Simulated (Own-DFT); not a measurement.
# Strain and stress in diamond germanium, 64 atoms (Ge64)

Calculated results; nothing here was measured. They come from Own-DFT, an in-house plane-wave density functional program, since retired, whose code no person has reviewed. Each row is one single-point run on a periodic cell that was not relaxed, without spin or spin-orbit coupling.

Settings of every run: PBE; PseudoDojo norm-conserving scalar-relativistic files; cutoff 42 hartree; 3 x 3 x 3 k mesh centred on Gamma; Fermi-Dirac smearing of 0.1 eV.

Known limits: forces on such cells moved up to 12 meV/angstrom on a denser k mesh; stress not checked against mesh or cutoff.

Unstrained cell vectors in Å: (11.316, 0.000, 0.000); (0.000, 11.316, 0.000); (0.000, 0.000, 11.316). The unstrained cell has measured lattice constants (interpolated for alloys), not those of this functional. That, the random moves and any unrelaxed bonds set the pressure at no strain. Each run strains this cell uniformly, with the atoms carried along. Every atom was also moved at random, by a Gaussian of width 0.08 Å on each axis. Strain is the symmetric tensor, in per cent. Stress is positive in tension, and the pressure is minus a third of its trace.

| run | e_xx (%) | e_yy (%) | e_zz (%) | e_yz (%) | e_xz (%) | e_xy (%) | s_xx (GPa) | s_yy (GPa) | s_zz (GPa) | s_yz (GPa) | s_xz (GPa) | s_xy (GPa) | P (GPa) | E (meV/atom) |
|---|---|---|---|---|---|---|---|---|---|---|---|---|---|---|
| 1 | 0.70 | 3.50 | -1.44 | 4.43 | 1.09 | -4.00 | -5.02 | -3.28 | -5.82 | 7.17 | 2.09 | -5.09 | 4.71 | 71.9 |
| 2 | 0.25 | 4.84 | -3.27 | -2.84 | -0.22 | 2.21 | -4.88 | -2.25 | -6.38 | -5.29 | -0.66 | 2.13 | 4.50 | 27.8 |
| 3 | -2.15 | 4.44 | -1.13 | 3.26 | -2.68 | 4.09 | -7.31 | -3.73 | -6.91 | 5.45 | -4.82 | 8.25 | 5.99 | 94.1 |
| 4 | 0.81 | -2.55 | 0.22 | 3.72 | 4.36 | 0.89 | -6.78 | -8.32 | -7.29 | 5.87 | 6.31 | 1.59 | 7.46 | 71.8 |
| 5 | -4.16 | -3.24 | 1.03 | -3.24 | -2.88 | -3.63 | -14.48 | -14.31 | -11.69 | -8.86 | -8.42 | -10.24 | 13.49 | 199.2 |
| 6 | -2.23 | -1.03 | -1.07 | 3.39 | 4.02 | 0.67 | -10.90 | -10.48 | -10.17 | 5.20 | 7.45 | -0.90 | 10.52 | 138.3 |
| 7 | 4.52 | 3.35 | -0.51 | -0.92 | 3.34 | 2.28 | 0.37 | -0.32 | -2.30 | -1.79 | 3.82 | 2.79 | 0.75 | 0.0 |
| 8 | -0.01 | 0.50 | 0.71 | 2.03 | -2.29 | -0.09 | -5.12 | -4.75 | -4.40 | 3.83 | -4.05 | 0.20 | 4.76 | 7.1 |
| 9 | 2.63 | 4.74 | -1.69 | 0.62 | -2.48 | 2.97 | -1.67 | -0.09 | -3.62 | 1.74 | -3.81 | 4.31 | 1.79 | 6.1 |
| 10 | 2.03 | -1.75 | 3.23 | 1.46 | 1.12 | 1.50 | -3.48 | -4.87 | -2.48 | 2.08 | 1.24 | 1.23 | 3.61 | 49.7 |
| 11 | -1.17 | 3.16 | -0.02 | 2.04 | 3.69 | 2.77 | -5.29 | -3.04 | -5.09 | 1.90 | 5.16 | 4.40 | 4.47 | 22.2 |
| 12 | -1.37 | 1.21 | -4.45 | -1.33 | -0.03 | 0.36 | -9.41 | -7.42 | -10.90 | -3.09 | -1.93 | 0.81 | 9.24 | 43.0 |
| 13 | 3.30 | -1.88 | -2.26 | 2.79 | -0.13 | -0.78 | -4.28 | -7.53 | -7.59 | 5.07 | 0.54 | -2.13 | 6.47 | 47.4 |
| 14 | 1.79 | 0.24 | -1.25 | 1.33 | 1.06 | -1.21 | -3.89 | -5.05 | -5.71 | 3.02 | 2.96 | -2.41 | 4.88 | 1.6 |
| 15 | 3.18 | -3.26 | 4.18 | -4.38 | 2.88 | -1.07 | -2.82 | -5.60 | -2.21 | -6.20 | 4.13 | -0.91 | 3.54 | 51.8 |
| 16 | 2.38 | -1.16 | 4.23 | 2.83 | -1.22 | -0.32 | -1.94 | -3.87 | -1.07 | 4.38 | -1.84 | -0.87 | 2.29 | 22.5 |
| 17 | -2.40 | 1.77 | -1.61 | 3.91 | 1.44 | -1.15 | -8.24 | -6.25 | -8.34 | 5.41 | 3.14 | -2.84 | 7.61 | 58.1 |
| 18 | 3.66 | -2.05 | 4.55 | 3.41 | -4.12 | -1.10 | ? | ? | ? | ? | ? | ? | ? | ? |

E is the free energy for each atom above the lowest run shown.

## Worked fit

Each stress component was fitted by least squares to a constant and the strains of the runs shown, as fractions, with shears doubled. Shear strains stay in the fit of a normal stress only where such slopes are resolved. The slopes, in GPa:

| stress | at no strain | per e_xx | per e_yy | per e_zz | scatter |
|---|---|---|---|---|---|
| s_xx | -6.5 | 127 ± 8 | 60 ± 7 | 45 ± 9 | 0.70 |
| s_yy | -6.5 | 76 ± 8 | 116 ± 8 | 49 ± 10 | 0.73 |
| s_zz | -6.5 | 76 ± 6 | 62 ± 6 | 99 ± 8 | 0.60 |

Each shear stress against twice its own strain: yz 88 ± 4, xz 83 ± 6, xy 81 ± 10 GPa. These are stiffnesses along x, y and z of the frame in which the cell vectors are given, which need not be the crystal's axes. The atoms are held to the strained lattice; where symmetry lets them move under strain, relaxing them would lower some slopes. The table should be nearly symmetric about its diagonal, and what it lacks of that shows the noise. A ninth of its sum, 79 ± 5 GPa, estimates the bulk modulus near the mean pressure of these runs, 5.7 GPa, so it lies above the value at zero pressure.

## Withheld run

Question: what normal stresses and pressure should run 18 give?

The fit gives s_xx = -1.0, s_yy = -3.8, s_zz = -0.5 and P = 1.8 GPa. The calculation gave -1.53, -3.81, -1.02 and P = 2.12 GPa.
